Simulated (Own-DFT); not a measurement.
## Calculated data, SiC (4H silicon carbide, atoms displaced)

A calculation, not a measurement: plane-wave PBE density functional theory by an unreviewed code, no spin, of a simulated periodic cell, stress positive in tension, free energy of the whole cell less one offset for each atom, forces on such cells passed a denser k mesh, this cell's mesh not checked; offsets are fitted by least squares, one for each functional and potential file, so energies compare only between cells with the same atoms and settings and are not formation energies; the far tail of each file's local potential was reset to the Coulomb form; each entry is a single point on an unrelaxed cell, so the pressure reflects the starting lattice, mostly measured values (interpolated for alloys), from which strain is counted, and rises with the displacements; printed positions are rounded, which can move forces by about a meV/angstrom; the program, named Own-DFT, is a retired in-house code; no spin-orbit coupling. Program: Own-DFT development build.

```xyz
32
Lattice="6.1654 0.0000 0.0000 -3.0827 5.3394 0.0000 0.0000 0.0000 10.0681" Properties=species:S:1:pos:R:3:force_x:R:1:force_y:R:1:force_z:R:1 formula=SiC functional=PBE potential_files=PseudoDojo_norm-conserving,scalar-relativistic,standard_set wave_cutoff=42 occupations=Fermi-Dirac smearing_width=0.1 hardware=one_NVIDIA_H100 k_mesh=5_x_5_x_3_centred_on_Gamma free_energy_of_cell_above_offsets=-4.362 pressure=4.05 stress_xx=-2.23 stress_yy=-5.88 stress_zz=-4.05 stress_yz=0.62 stress_xz=-0.73 stress_xy=0.14 wall_time=116.3
Si     6.1079     0.0348     4.0932      1.545     -0.602      0.525
Si    -0.0403     1.7572     1.6017      1.682      0.549     -0.472
C      0.0276     0.0108     0.9269     -1.212      0.014      -0.01
C     -0.0123     1.7529     3.4790     -0.267      1.324     -0.072
Si     4.5884     2.7029     4.1086      0.471     -1.055     -0.306
Si    -1.5564     4.5210     1.5544      0.574     -1.458      1.207
C     -1.4909     2.6925     0.9923     -0.868      0.301     -1.099
C     -1.6100     4.4258     3.5032      1.141      1.549     -1.014
Si     3.0994     0.0730     4.0537     -0.702     -2.838       1.31
Si     3.1673     1.7908     1.5836     -1.701      0.237     -0.748
C      0.0570     5.3067     0.9391     -1.759      1.841       0.51
C      3.0548     1.7338     3.4314      0.635      1.986       0.19
Si     1.5490     2.6631     4.0481     -0.372      0.305      0.454
Si     1.4980     4.4830     1.5311      2.573     -1.907      1.276
C      1.5328     2.6638     0.9254      0.645     -0.072      0.751
C      1.5846     4.4889     3.4781     -1.888     -0.879     -1.028
Si     3.0871     5.3091     9.1250      0.677      1.505      0.083
Si     3.0677     3.5875     6.5691      0.942     -0.897      0.794
C      3.0883     5.3032     5.9668     -0.157      1.526      0.234
C      3.0925     3.6179     8.4838      0.239     -1.788     -0.143
Si     4.6376     2.6331     9.1225      0.091      1.539      0.326
Si     4.6316     0.8741     6.6361      0.016      0.093     -0.705
C     -1.5232     2.6644     5.9736       -0.6     -0.257      0.194
C      4.6803     0.9079     8.5065     -1.006     -0.761      0.315
Si     3.1213     0.0182     9.1909     -0.778     -0.107     -2.289
Si    -0.0054     3.5492     6.5822      0.524       0.23      0.581
C      0.0124     5.3287     5.9838     -0.031      0.431     -0.377
C     -0.0513     3.5969     8.5043      1.397     -0.431     -0.118
Si     1.6026     2.6557     9.1073     -1.658      1.495        0.4
Si     1.5507     0.9086     6.6076      0.164     -1.027      0.365
C      1.6011     2.6362     5.9672     -1.241      0.731     -0.515
C      1.5224     0.9464     8.5326      0.924      -1.58     -0.616
```

Units: wave_cutoff in hartree; smearing_width, free_energy_of_cell_above_offsets in eV; pressure, stress_xx, stress_yy, stress_zz, stress_yz, stress_xz, stress_xy in GPa; wall_time in s; force_x, force_y, force_z in eV/Å.
